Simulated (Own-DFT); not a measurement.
# Computed records: Al16O23 (corundum with two vacancies, atoms displaced)

A calculation, not a measurement: plane-wave PBE density functional theory by an unreviewed code, no spin, of a simulated periodic cell, stress positive in tension, free energy of the whole cell less one offset for each atom, defect cell not probed for a lower state with spin; oxygen file: force components 24 meV/angstrom off all-electron in one glass; forces on such cells passed a denser k mesh, this cell's mesh not checked; offsets are fitted by least squares, one for each functional and potential file, so energies compare only between cells with the same atoms and settings and are not formation energies; the far tail of each file's local potential was reset to the Coulomb form; each entry is a single point on an unrelaxed cell, so the pressure reflects the starting lattice, mostly measured values, from which strain is counted, and rises with the displacements; printed positions are rounded, which can move forces by about a meV/angstrom; the program is a retired in-house code; no spin-orbit coupling; before rounding, a Quantum ESPRESSO 7.3.1 run of the same cell and cutoff gave forces within 1 meV/angstrom rms on each cell, which checks the program and not the settings. Program: Own-DFT development build.

Common to all runs: functional PBE; potential files PseudoDojo norm-conserving, scalar-relativistic, standard set; wave cutoff 72 hartree; occupations Fermi-Dirac; smearing width 0.1 eV; k mesh 3 x 3 x 3 centred on Gamma.

(1) Al16O23 (corundum with two vacancies, atoms displaced)

```
Al16O23
1.0
      5.4940     0.0000     8.6604
     -2.7470     4.7579     8.6604
     -2.7470    -4.7579     8.6604
Al O Al O Al O Al O Al O Al O Al O Al O
4 6 4 5 4 6 4 6 4 5 4 6 4 6 4 6
Direct
  0.17427 0.16952 0.18037
  0.32932 0.31310 0.32409
  0.42139 0.44185 0.41570
  0.07093 0.07980 0.07538
  0.27278 0.47597 0.12558
  0.46244 0.12296 0.28557
  0.12495 0.27629 0.47413
  0.23056 0.01735 0.37049
  0.03000 0.36883 0.21847
  0.36190 0.23460 0.03481
  0.17766 0.17166 0.67339
  0.33355 0.32155 0.81946
  0.41413 0.43381 0.93409
  0.07837 0.07742 0.57432
  0.27652 0.47181 0.62667
  0.46740 0.12583 0.78084
  0.21684 0.02190 0.88532
  0.03989 0.38062 0.71300
  0.37631 0.21993 0.52744
  0.18317 0.67463 0.17002
  0.32487 0.82769 0.31477
  0.44310 0.91897 0.42594
  0.06644 0.57646 0.07434
  0.28569 0.97270 0.11761
  0.46746 0.61546 0.29213
  0.10930 0.78114 0.47258
  0.22736 0.52857 0.37653
  0.02419 0.87468 0.22478
  0.37631 0.71468 0.03223
  0.17251 0.67548 0.68120
  0.33388 0.81897 0.82280
  0.42302 0.92713 0.92710
  0.07754 0.56803 0.57282
  0.27537 0.97353 0.62217
  0.46839 0.62669 0.78043
  0.12092 0.77440 0.98010
  0.23355 0.51936 0.87069
  0.04082 0.86965 0.72513
  0.38100 0.71877 0.53055
  0.68426 0.16658 0.17900
  0.82827 0.32525 0.31592
  0.93235 0.42690 0.42179
  0.58421 0.06275 0.07990
  0.78447 0.46066 0.12932
  0.96902 0.12448 0.28568
  0.62964 0.28852 0.47117
  0.72375 0.02760 0.37371
  0.51983 0.38229 0.22232
  0.68105 0.17352 0.66828
  0.81179 0.32915 0.81912
  0.92708 0.41941 0.92991
  0.58200 0.06859 0.57630
  0.78409 0.47235 0.61672
  0.97192 0.10952 0.78339
  0.63037 0.27585 0.97189
  0.71955 0.02624 0.87460
  0.52628 0.37708 0.72517
  0.86466 0.22243 0.53339
  0.66778 0.67194 0.18496
  0.83620 0.81652 0.32105
  0.93265 0.92929 0.42155
  0.58063 0.57024 0.07471
  0.77933 0.96652 0.12665
  0.97379 0.61984 0.28143
  0.62102 0.77975 0.46579
  0.71737 0.53730 0.37448
  0.52101 0.86776 0.23800
  0.88030 0.72388 0.02777
  0.67124 0.68402 0.66408
  0.82656 0.83694 0.81327
  0.92908 0.93145 0.91860
  0.57871 0.56102 0.58481
  0.78687 0.97206 0.62355
  0.97080 0.63192 0.77429
  0.62764 0.77779 0.97414
  0.71507 0.52263 0.89170
  0.52273 0.87642 0.72146
  0.88218 0.72593 0.52433
```

| Quantity | Value |
| --- | --- |
| free energy of cell above offsets | -49.443 eV |
| pressure | 9.34 GPa |
| stress xx | -8.97 GPa |
| stress yy | -10.29 GPa |
| stress zz | -8.77 GPa |
| stress yz | -0.66 GPa |
| stress xz | 0.28 GPa |
| stress xy | -0.13 GPa |

Force:
| element | x (eV/Å) | y (eV/Å) | z (eV/Å) |
| --- | --- | --- | --- |
| Al | 0.687 | 0.774 | 0.807 |
| Al | -1.123 | 1.085 | 1.589 |
| Al | 0.231 | -4.924 | -1.375 |
| Al | -0.784 | 0.929 | -1.02 |
| O | -0.058 | -1.079 | 0.528 |
| O | 2.16 | 0.583 | 0.198 |
| O | -0.237 | 0.194 | -0.342 |
| O | -2.076 | 0.277 | 0.584 |
| O | -0.94 | 0.213 | 1.02 |
| O | 1.945 | -1.164 | -0.113 |
| Al | -0.252 | -0.429 | 1.864 |
| Al | -1.596 | 0.069 | 0.244 |
| Al | 1.403 | -0.656 | -1.013 |
| Al | 0.79 | -0.271 | -2.409 |
| O | 0.342 | 0.291 | 0.117 |
| O | 1.463 | -0.101 | -0.352 |
| O | 0.824 | 1.027 | -0.499 |
| O | -0.87 | -2.535 | -2.434 |
| O | 0.459 | -0.421 | 0.149 |
| Al | -1.014 | -0.853 | 0.05 |
| Al | -1.14 | -2.119 | 1.044 |
| Al | -3.695 | 0.252 | -3.237 |
| Al | 1.316 | -0.111 | 0.226 |
| O | -1.005 | -0.418 | -0.086 |
| O | 0.832 | 4.681 | 1.953 |
| O | 3.309 | -0.359 | 2.685 |
| O | -0.43 | 0.825 | -1.62 |
| O | 0.936 | 0.716 | 0.293 |
| O | 0.718 | 0.973 | 0.927 |
| Al | 1.505 | 0.355 | -0.207 |
| Al | -2.52 | 0.161 | -0.727 |
| Al | 0.475 | -0.118 | -0.136 |
| Al | -0.53 | 1.418 | 1.666 |
| O | 0.644 | -0.634 | 1.165 |
| O | 1.369 | -0.084 | 0.281 |
| O | 0.928 | 0.832 | 0.421 |
| O | -2.401 | 0.495 | 0.341 |
| O | -0.982 | 0.788 | -0.781 |
| O | -0.781 | -0.665 | -0.646 |
| Al | -0.108 | 1.857 | 0.729 |
| Al | -0.818 | -1.248 | 1.287 |
| Al | -0.283 | -0.126 | -1.535 |
| Al | -1.56 | 0.914 | -1.291 |
| O | -1.27 | 1.557 | -0.337 |
| O | 0.985 | 0.3 | -0.224 |
| O | -0.616 | -0.645 | -2.066 |
| O | -0.47 | -0.9 | 0.485 |
| O | 1.37 | -0.846 | -0.478 |
| Al | -1.868 | 0.09 | 0.839 |
| Al | 1.233 | -0.883 | 1.748 |
| Al | 1.393 | 0.236 | 0.18 |
| Al | -1.186 | 1.468 | -0.612 |
| O | -1.072 | -0.441 | 0.858 |
| O | -0.903 | 4.157 | 2.844 |
| O | -1.379 | -0.59 | -1.125 |
| O | -0.134 | 0.128 | 0.463 |
| O | 1.166 | -1.246 | -0.343 |
| O | 2.447 | 0.791 | 2.167 |
| Al | 0.866 | 0.989 | 1.037 |
| Al | -0.655 | 0.132 | 0.167 |
| Al | -1.02 | -0.34 | -1.501 |
| Al | -1.206 | -0.317 | -0.112 |
| O | -0.333 | -0.001 | 0.146 |
| O | 0.111 | 0.118 | 0.172 |
| O | 3.094 | -2.082 | 3.388 |
| O | 1.277 | -0.83 | 0.115 |
| O | 2.032 | 2.02 | -0.322 |
| O | -1.461 | 0.047 | -1.433 |
| Al | 0.801 | -0.694 | 1.678 |
| Al | 0.597 | -3.029 | 0.166 |
| Al | 0.352 | -3.65 | -1.113 |
| Al | -0.807 | 2.066 | -1.784 |
| O | -0.954 | 1.046 | -1.391 |
| O | -0.399 | -1.023 | -0.06 |
| O | -0.491 | -0.244 | -0.469 |
| O | 2.386 | 1.996 | -1.812 |
| O | 0.831 | 0.093 | 0.6 |
| O | -1.85 | -0.866 | -2.215 |

(2) Al16O23 (corundum with two vacancies, atoms displaced)

```
Al16O23
1.0
      5.4940     0.0000     8.6604
     -2.7470     4.7579     8.6604
     -2.7470    -4.7579     8.6604
Al O Al O Al O Al O Al O Al O Al O Al O
4 6 4 6 4 6 4 5 4 6 4 5 4 6 4 6
Direct
  0.17006 0.17898 0.17431
  0.32938 0.32280 0.31561
  0.43386 0.43180 0.40979
  0.07841 0.06779 0.08097
  0.27295 0.47203 0.12072
  0.47268 0.13594 0.26875
  0.11753 0.27914 0.47578
  0.21522 0.03100 0.37985
  0.01892 0.38054 0.21442
  0.37100 0.22374 0.03292
  0.18269 0.17161 0.68656
  0.32343 0.33785 0.82283
  0.43475 0.43390 0.91824
  0.07959 0.07098 0.57677
  0.27290 0.47720 0.62138
  0.47485 0.12922 0.77537
  0.12111 0.27934 0.96881
  0.23121 0.03227 0.86911
  0.03071 0.37410 0.72824
  0.38582 0.23035 0.52151
  0.17241 0.67764 0.17465
  0.32703 0.82466 0.32120
  0.43691 0.92702 0.42907
  0.07732 0.57319 0.07700
  0.27877 0.97053 0.11734
  0.47749 0.62709 0.27809
  0.12647 0.78249 0.46281
  0.21990 0.53082 0.38015
  0.02934 0.87597 0.21868
  0.37566 0.71894 0.03107
  0.17060 0.66931 0.68062
  0.31742 0.82097 0.83403
  0.43260 0.92662 0.92500
  0.07143 0.57779 0.57472
  0.28210 0.96551 0.62210
  0.47314 0.63437 0.77391
  0.11782 0.79675 0.97427
  0.22146 0.53438 0.86470
  0.36789 0.72351 0.53437
  0.67348 0.16486 0.19183
  0.82469 0.32841 0.32606
  0.91777 0.43072 0.43089
  0.57161 0.07910 0.06704
  0.78537 0.47365 0.11139
  0.97722 0.12972 0.27144
  0.62321 0.28226 0.46932
  0.72433 0.03366 0.37146
  0.52377 0.37855 0.22697
  0.87762 0.21429 0.03749
  0.66401 0.18315 0.67446
  0.82723 0.32007 0.83435
  0.93305 0.42776 0.92844
  0.57527 0.08115 0.56889
  0.78221 0.48296 0.61199
  0.96802 0.12348 0.78436
  0.62531 0.27831 0.97591
  0.52887 0.37587 0.72629
  0.87594 0.22893 0.52732
  0.68129 0.67363 0.17057
  0.81997 0.82582 0.32286
  0.92325 0.92768 0.42384
  0.57553 0.58186 0.06903
  0.79142 0.96521 0.12663
  0.97309 0.61137 0.28127
  0.61897 0.78159 0.47765
  0.71977 0.54279 0.37490
  0.53666 0.87190 0.22056
  0.87799 0.72354 0.01758
  0.67306 0.66852 0.68878
  0.83166 0.81704 0.83194
  0.92884 0.92446 0.92656
  0.57477 0.56763 0.57047
  0.77777 0.97188 0.62593
  0.96981 0.62512 0.77628
  0.62858 0.78621 0.97207
  0.71749 0.52126 0.87597
  0.51768 0.87628 0.72773
  0.87620 0.72488 0.52952
```

| Item | Value |
| --- | --- |
| free energy of cell above offsets | -50.537 eV |
| pressure | 8.66 GPa |
| stress xx | -8.59 GPa |
| stress yy | -8.93 GPa |
| stress zz | -8.45 GPa |
| stress yz | 1.27 GPa |
| stress xz | 0.17 GPa |
| stress xy | 0.47 GPa |

Force:
| element | x (eV/Å) | y (eV/Å) | z (eV/Å) |
| --- | --- | --- | --- |
| Al | 0.257 | -0.327 | 0.901 |
| Al | -2.579 | -0.362 | 0.822 |
| Al | -2.219 | -1.351 | 0.291 |
| Al | -0.187 | 1.537 | -0.999 |
| O | 0.413 | 0.376 | 1.014 |
| O | 0.689 | -1.913 | -0.597 |
| O | 1.443 | 0.271 | 1.137 |
| O | 1.457 | 0.922 | -0.605 |
| O | 0.351 | 0.225 | 0.842 |
| O | -0.411 | 0.821 | -0.512 |
| Al | -0.126 | 2.359 | -1.063 |
| Al | 0.204 | -1.159 | -2.038 |
| Al | -0.168 | -0.799 | -0.06 |
| Al | -0.918 | -0.231 | -0.499 |
| O | 0.788 | -0.569 | 0.85 |
| O | -0.748 | 0.033 | 0.041 |
| O | 1.669 | -0.272 | 1.885 |
| O | -0.679 | -1.56 | 0.121 |
| O | -0.13 | 0.095 | -0.695 |
| O | -1.111 | -1.064 | -2.026 |
| Al | -0.283 | -1.106 | 1.347 |
| Al | -0.988 | -0.173 | 1.058 |
| Al | -1.018 | 0.598 | -2.398 |
| Al | -0.296 | 0.087 | -1.681 |
| O | -0.123 | -0.902 | 1.599 |
| O | 0.68 | 0.389 | -0.5 |
| O | -0.381 | -0.402 | 0.175 |
| O | 0.731 | 1.126 | -1.462 |
| O | -0.289 | -0.854 | -0.123 |
| O | -0.14 | -0.062 | -0.078 |
| Al | -0.002 | 3.021 | 0.585 |
| Al | 1.147 | 1.972 | 0.77 |
| Al | -0.083 | 1.184 | -0.671 |
| Al | 0.704 | -0.04 | -0.461 |
| O | -1.308 | -0.279 | 1.568 |
| O | -0.232 | -1.63 | -1.18 |
| O | 0.994 | -1.858 | -1.122 |
| O | -0.658 | -1.736 | 1.818 |
| O | 1.069 | 0.053 | -0.148 |
| Al | 0.957 | 3.446 | -0.238 |
| Al | 0.635 | -0.223 | -0.63 |
| Al | 1.724 | -1.077 | -0.328 |
| Al | 1.367 | 0.042 | -0.31 |
| O | -2.575 | -1.133 | 1.413 |
| O | -0.927 | -1.17 | -0.512 |
| O | 0.739 | 0.577 | 1.155 |
| O | -0.227 | -1.783 | 0.427 |
| O | 1.329 | 1.179 | -0.669 |
| O | -0.545 | 0.534 | -0.459 |
| Al | 2.14 | -1.528 | 1.369 |
| Al | 0.588 | 0.107 | -0.573 |
| Al | 0.844 | 0.031 | -2.218 |
| Al | -0.017 | -1.567 | -0.122 |
| O | -1.764 | -2.135 | 0.965 |
| O | 0.515 | 0.443 | 0.576 |
| O | 0.011 | 0.363 | -0.139 |
| O | -0.129 | 0.393 | -0.201 |
| O | -0.903 | -0.215 | -1.257 |
| Al | -0.79 | 0.074 | 1.107 |
| Al | 0.679 | -1.866 | 0.408 |
| Al | 0.477 | -0.339 | 1.007 |
| Al | 0.56 | -0.812 | -0.817 |
| O | -1.309 | 0.53 | -0.801 |
| O | -0.369 | 2.656 | 1.792 |
| O | 1.553 | 0.383 | 0.964 |
| O | 1.407 | 0.22 | -2.318 |
| O | -0.919 | 0.256 | 0.143 |
| O | 0.377 | -1.887 | 1.596 |
| Al | 0.391 | 2.506 | -0.51 |
| Al | 0.037 | 3.136 | -0.276 |
| Al | -1.194 | 1.293 | -0.842 |
| Al | -1.737 | 1.066 | 1.658 |
| O | -0.095 | 0.235 | 0 |
| O | -0.354 | 0.129 | 0.309 |
| O | -0.133 | -0.422 | -1.328 |
| O | -0.446 | -0.452 | 1.73 |
| O | 1.322 | 0.445 | 1.048 |
| O | -0.742 | 0.148 | -1.019 |

(3) Al16O23 (corundum with two vacancies, atoms displaced)

```
Al16O23
1.0
      5.4940     0.0000     8.6604
     -2.7470     4.7579     8.6604
     -2.7470    -4.7579     8.6604
Al O Al O Al O Al O Al O Al O Al O Al O
4 5 4 6 4 6 4 5 4 6 4 6 4 6 4 6
Direct
  0.18063 0.18331 0.16620
  0.32735 0.32274 0.31467
  0.41989 0.43335 0.42656
  0.06584 0.06765 0.09148
  0.47586 0.12822 0.27782
  0.13200 0.26761 0.47184
  0.21617 0.03601 0.37071
  0.02983 0.37784 0.21749
  0.37532 0.22719 0.02645
  0.18730 0.17217 0.66901
  0.32477 0.31775 0.82982
  0.41671 0.42695 0.92944
  0.08076 0.07652 0.57094
  0.28608 0.46773 0.62095
  0.46580 0.13025 0.78722
  0.12396 0.28108 0.97088
  0.22192 0.02351 0.87185
  0.03348 0.36776 0.72370
  0.36309 0.24354 0.52396
  0.17603 0.67941 0.16744
  0.33290 0.81996 0.31140
  0.42921 0.92862 0.41986
  0.07376 0.56633 0.07481
  0.27301 0.97858 0.12970
  0.46776 0.62536 0.27193
  0.13701 0.76620 0.47023
  0.21532 0.52401 0.38181
  0.03475 0.88202 0.21536
  0.38612 0.71952 0.02388
  0.17670 0.68388 0.67104
  0.32448 0.82939 0.82151
  0.43614 0.91425 0.93026
  0.08473 0.56787 0.56956
  0.26903 0.97979 0.63100
  0.47986 0.62728 0.77907
  0.23103 0.51996 0.87909
  0.03433 0.86816 0.71914
  0.37970 0.72564 0.53173
  0.67866 0.16494 0.18312
  0.83051 0.32521 0.31401
  0.92370 0.42625 0.43327
  0.57709 0.06763 0.07324
  0.78192 0.47854 0.11275
  0.97358 0.11413 0.27504
  0.61782 0.28453 0.47787
  0.72820 0.02446 0.38211
  0.52317 0.38583 0.23133
  0.88211 0.21280 0.02725
  0.68727 0.17893 0.67709
  0.82187 0.32508 0.82696
  0.93298 0.42127 0.92896
  0.57541 0.06481 0.57760
  0.77446 0.48065 0.62575
  0.98179 0.12433 0.76165
  0.62870 0.28090 0.97165
  0.71248 0.02906 0.88626
  0.52805 0.38121 0.71289
  0.87251 0.21510 0.53734
  0.67783 0.67846 0.16975
  0.81866 0.82862 0.32445
  0.92143 0.92916 0.42576
  0.58270 0.58543 0.05627
  0.76564 0.97784 0.12617
  0.96909 0.63706 0.27272
  0.61577 0.78362 0.47730
  0.72001 0.52717 0.37095
  0.52385 0.87853 0.22198
  0.88049 0.71871 0.03358
  0.67322 0.68473 0.66899
  0.82105 0.82082 0.82794
  0.93563 0.92677 0.92353
  0.57242 0.56800 0.58127
  0.77998 0.97189 0.62440
  0.98270 0.61921 0.77501
  0.62465 0.77585 0.98163
  0.71648 0.53343 0.87455
  0.51765 0.87285 0.72445
  0.88217 0.72902 0.51298
```

| Item | Value |
| --- | --- |
| free energy of cell above offsets | -49.331 eV |
| pressure | 9.22 GPa |
| stress xx | -10.44 GPa |
| stress yy | -9.55 GPa |
| stress zz | -7.68 GPa |
| stress yz | -0.84 GPa |
| stress xz | 0.62 GPa |
| stress xy | -0.39 GPa |

Force:
| element | x (eV/Å) | y (eV/Å) | z (eV/Å) |
| --- | --- | --- | --- |
| Al | -0.109 | -1.534 | -0.129 |
| Al | -1.237 | 1.181 | 1.569 |
| Al | 1.588 | -0.321 | -0.52 |
| Al | 2.609 | 3.647 | -0.296 |
| O | 0.355 | -0.897 | -0.823 |
| O | -0.927 | 2.074 | -0.174 |
| O | 0.674 | -0.402 | 0.403 |
| O | -0.35 | -1.406 | -0.613 |
| O | 0.574 | -0.817 | 0.134 |
| Al | -1.652 | 0.018 | 0.738 |
| Al | 0.114 | 2.157 | -0.395 |
| Al | 0.795 | 0.143 | 2.504 |
| Al | 0.088 | -0.448 | -1.32 |
| O | -1.585 | -0.674 | 1.256 |
| O | 2.175 | -1.602 | -1.628 |
| O | 0.321 | -0.967 | 0.687 |
| O | -0.639 | -0.619 | 1.583 |
| O | -0.921 | 0.439 | 0.018 |
| O | 2.365 | -2.488 | -0.529 |
| Al | 0.183 | -0.647 | 0.29 |
| Al | -1.884 | -0.923 | 0.753 |
| Al | -1.421 | -0.812 | -0.351 |
| Al | 0.128 | 1.087 | 1.928 |
| O | 1.674 | 0.69 | -0.909 |
| O | 0.322 | 0.924 | 1.727 |
| O | -0.938 | 1.148 | 0.173 |
| O | 0.54 | 2.201 | -1.158 |
| O | 0.074 | -2.594 | -2.44 |
| O | -1.476 | 0.231 | -0.407 |
| Al | 1.752 | -0.877 | -0.866 |
| Al | -0.929 | -1.256 | -1.141 |
| Al | -2.985 | 2.031 | -0.3 |
| Al | -1.251 | -0.493 | 0.229 |
| O | 2.909 | 0.174 | -1.13 |
| O | -0.853 | -0.719 | -1.554 |
| O | -1.213 | 1.33 | -0.994 |
| O | -1.85 | 0.583 | 0.905 |
| O | -0.41 | 0.27 | -1.003 |
| Al | -1.057 | 2.3 | 1.168 |
| Al | -1.645 | -1.052 | -0.555 |
| Al | 0.483 | 0.515 | 0.022 |
| Al | -1.696 | 0.755 | 1.177 |
| O | -0.082 | -1.063 | 0.827 |
| O | -2.185 | 1.289 | 2.87 |
| O | 1.754 | -0.211 | -0.022 |
| O | -0.654 | 1.142 | -1.844 |
| O | 2.285 | 0.233 | -2.126 |
| O | -1.201 | 0.219 | -0.128 |
| Al | -2.286 | -0.275 | -2.513 |
| Al | 0.961 | 0.244 | 0.457 |
| Al | 0.42 | 1.258 | -1.574 |
| Al | -2.061 | 1.661 | 1.689 |
| O | 1.079 | -0.124 | -0.631 |
| O | -2.782 | -1.039 | 0.765 |
| O | -0.738 | -0.203 | -0.922 |
| O | 2.589 | 0.866 | -1.144 |
| O | -0.135 | -1.811 | 0.508 |
| O | 1.914 | 2.166 | 1.11 |
| Al | -0.318 | -1.733 | 0.972 |
| Al | 0.736 | -0.372 | -0.121 |
| Al | 1.668 | -1.753 | 0.645 |
| Al | -0.775 | -3.948 | -0.789 |
| O | 1.428 | -1.104 | 0.96 |
| O | 0.299 | -1.205 | -0.956 |
| O | 1.415 | 0.853 | 0.514 |
| O | 0.16 | -0.165 | 0.985 |
| O | 0.662 | -0.281 | -0.301 |
| O | -0.691 | 1.036 | -1.152 |
| Al | 0.844 | -1.122 | 0.062 |
| Al | 1.624 | 0.772 | 0.789 |
| Al | 0.592 | -0.378 | 0.035 |
| Al | -0.098 | 1.522 | 0.393 |
| O | -0.661 | -1.02 | 0.109 |
| O | -1.349 | -0.026 | 0.041 |
| O | 0.705 | 1.674 | -0.066 |
| O | 1.863 | 0.734 | 0.059 |
| O | 1.271 | 1.46 | 2.47 |
| O | -0.946 | -1.644 | 0.003 |
